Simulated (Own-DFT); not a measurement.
# How strain changes the stress of diamond-structure GeSn with randomly placed atoms, 64 atoms (Ge52Sn12)

All numbers below are calculated, not measured. They come from Own-DFT, an in-house plane-wave density functional program, since retired, whose code no person has reviewed. Each row is one single-point run on a periodic cell that was not relaxed, without spin or spin-orbit coupling.

Settings of every run: PBE; PseudoDojo norm-conserving scalar-relativistic files; cutoff 49 hartree; 3 x 3 x 3 k mesh centred on Gamma; Fermi-Dirac smearing of 0.1 eV.

Known limits: forces on such cells moved up to 12 meV/angstrom on a denser k mesh; stress not checked against mesh or cutoff.

Unstrained cell vectors in Å: (11.628, 0.000, 0.000); (0.000, 11.628, 0.000); (0.000, 0.000, 11.628). The unstrained cell has measured lattice constants (interpolated for alloys), not those of this functional. That, the random moves and any unrelaxed bonds set the pressure at no strain. Each run strains this cell uniformly, with the atoms carried along. Every atom was also moved at random, by a Gaussian of width 0.05 Å on each axis. The random placing of the alloy's atoms differs from row to row. Strain is the symmetric tensor, in per cent. Stress is positive in tension, and the pressure is minus a third of its trace.

```
run,e_xx (%),e_yy (%),e_zz (%),s_xx (GPa),s_yy (GPa),s_zz (GPa),P (GPa),E (meV/atom)
1,-3.00,-3.00,0.00,-11.33,-11.23,-9.63,10.73,102.7
2,-1.75,-1.75,0.00,-8.75,-8.74,-7.89,8.46,72.4
3,-1.25,-1.25,0.00,-7.94,-7.97,-7.11,7.67,68.0
4,-1.50,-1.50,0.00,-8.60,-8.51,-7.48,8.19,77.1
5,1.75,1.75,0.00,-2.75,-2.77,-3.46,2.99,0.0
6,-1.00,-1.00,0.00,-7.51,-7.41,-6.95,7.29,63.1
7,-2.25,-2.25,0.00,-9.95,-9.88,-8.66,9.50,97.4
8,0.75,0.75,0.00,-4.10,-4.28,-4.54,4.31,9.3
9,0.50,0.50,0.00,?,?,?,?,?
```

E is the free energy for each atom above the lowest run shown.

## Worked fit

The change of volume is close to e_xx + e_yy + e_zz. A straight line through the runs shown gives P = 5.71 - 83 x (fractional change of volume) GPa, with an error of 2 on the slope and a scatter of 0.14 GPa. The strain isn't the same on all axes, but the crystal is cubic, so the slope still estimates the bulk modulus, averaged over pressures from 3.0 to 10.7 GPa.

## Withheld run

Question: what pressure should run 9 give? Its volume changes by 1.00 %.

The line gives 4.9 GPa. The calculation gave 4.67 GPa.
